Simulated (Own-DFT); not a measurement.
# Biaxial strain at fixed height in wurtzite AlGaN with randomly placed atoms, 72 atoms (Al27Ga9N36)

No measurement is shown. These are fixed-geometry runs of a retired plane-wave code named Own-DFT, which no person has reviewed; spin and spin-orbit coupling are neglected.

Common settings: PBE; PseudoDojo norm-conserving scalar-relativistic files (stringent for Ga); cutoff 96 hartree; 4 x 4 x 3 k mesh centred on Gamma; Gaussian smearing of 0.01 eV.

Limits: forces on such cells passed a denser k mesh, each cell not checked; stress not checked against mesh or cutoff.

Unstrained cell vectors in Å: (9.394, 0.000, 0.000); (-4.697, 8.135, 0.000); (0.000, 0.000, 10.066). The unstrained cell has measured lattice constants (interpolated for alloys), not those of this functional. That, the random moves and any unrelaxed bonds set the pressure at no strain. Each run strains x and y alike by e, as a substrate would, and holds the height along z. Each coordinate of each atom was shifted by a normal deviate of width 0.05 Å. The random placing of the alloy's atoms differs from row to row. Stress is positive in tension.

```
e (%),u (Å),(s_xx + s_yy)/2 (GPa),s_zz (GPa)
-2.50,0.048,-22.04,-10.76
-1.75,0.052,-19.12,-7.97
-1.25,0.049,-14.18,-7.49
-0.75,0.048,-10.64,-6.85
-0.50,0.051,-9.04,-6.51
-0.25,0.054,-8.51,-6.98
0.50,0.048,?,?
0.75,0.054,-2.67,-6.19
2.25,0.049,5.35,-5.19
3.00,0.053,8.31,-4.58
```

## Fit

With e as a fraction, the in-plane stress is -6.7 + 580 e - 2482 e² GPa (errors 17 and 952, scatter 0.79), and s_zz is -6.8 + 89 e GPa (slope ± 16, scatter 0.81). At e = 0 the first slope is C11 + C12 and the second 2 C13, both with the ions held to the strained lattice and at the cell's own pressure. A free layer would change its height as e changes, and the in-plane slope would drop by 2 C13²/C33 to the biaxial modulus. At fixed height, a misfit of 1 % moves the in-plane stress by about 5.8 GPa and s_zz by 0.9 GPa.

## The run left out

Question: what are the two stresses at e = 0.50 %?

Estimate: -3.9 and -6.4 GPa. The run itself gave -3.17 and -5.63 GPa.
